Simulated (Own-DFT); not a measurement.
# Two functionals across a range of volumes: beta-Si3N4, 112 atoms (N64Si48)

No measurement is shown. These are fixed-geometry runs of a retired plane-wave code named Own-DFT, which no person has reviewed; spin and spin-orbit coupling are neglected.

Keep in mind: forces on such cells moved up to 12 meV/angstrom on a denser k mesh; stress not checked against mesh or cutoff.

Each geometry was run with PBE and with PBEsol, otherwise alike: PseudoDojo norm-conserving scalar-relativistic files made for PBE; cutoff 42 hartree; 2 x 2 x 4 k mesh centred on Gamma; Fermi-Dirac smearing of 0.1 eV. Unstrained cell vectors in Å: (15.212, 0.000, 0.000); (-7.606, 13.174, 0.000); (0.000, 0.000, 5.818). Each has a uniform strain, of which the change of volume is shown, and random moves of rms u per axis.

| run | volume change (%) | u (Å) | P with PBE (GPa) | P with PBEsol (GPa) |
|---|---|---|---|---|
| 1 | -1.24 | 0.0516 | 11.66 | 9.23 |
| 2 | -0.47 | 0.0514 | 9.38 | 6.96 |
| 3 | -4.74 | 0.0508 | 22.67 | 20.17 |
| 4 | -1.36 | 0.0482 | 11.20 | 8.77 |
| 5 | -0.91 | 0.0476 | 11.04 | 8.62 |
| 6 | -0.70 | 0.0525 | 11.43 | 9.01 |
| 7 | -0.90 | 0.0508 | 11.31 | 8.88 |
| 8 | 1.00 | 0.0469 | 5.41 | 3.03 |
| 9 | -0.66 | 0.0525 | 9.95 | 7.52 |
| 10 | 0.98 | 0.0483 | 5.46 | 3.06 |
| 11 | -3.19 | 0.0499 | 18.21 | ? |

Asked: by how much does PBEsol shrink this cell, and what belongs in the blank?

## Worked answer

Write v for the change of volume as a fraction. Fitted to v and u², the PBE pressure has a slope of -295 ± 14 GPa in v, with the ions held to the strained lattice. The difference PBEsol less PBE is -2.41 + 1.9 v GPa (slope ± 0.1) and averages -2.43 GPa. Divided by the mean slope of the two, 294 GPa, that makes PBEsol's volume at a given pressure, near 10 GPa, about 0.8 % smaller, or 0.28 % in lengths. At one volume PBEsol's slope is the smaller by 2 GPa, but its pressure there is lower too. If stiffness rises by about 4 GPa for each GPa, PBEsol at equal pressure is stiffer by about 8 GPa. Files made for PBEsol would give a different shift.

For run 11 the line gives 15.74 GPa. The run itself gave 15.74 GPa.
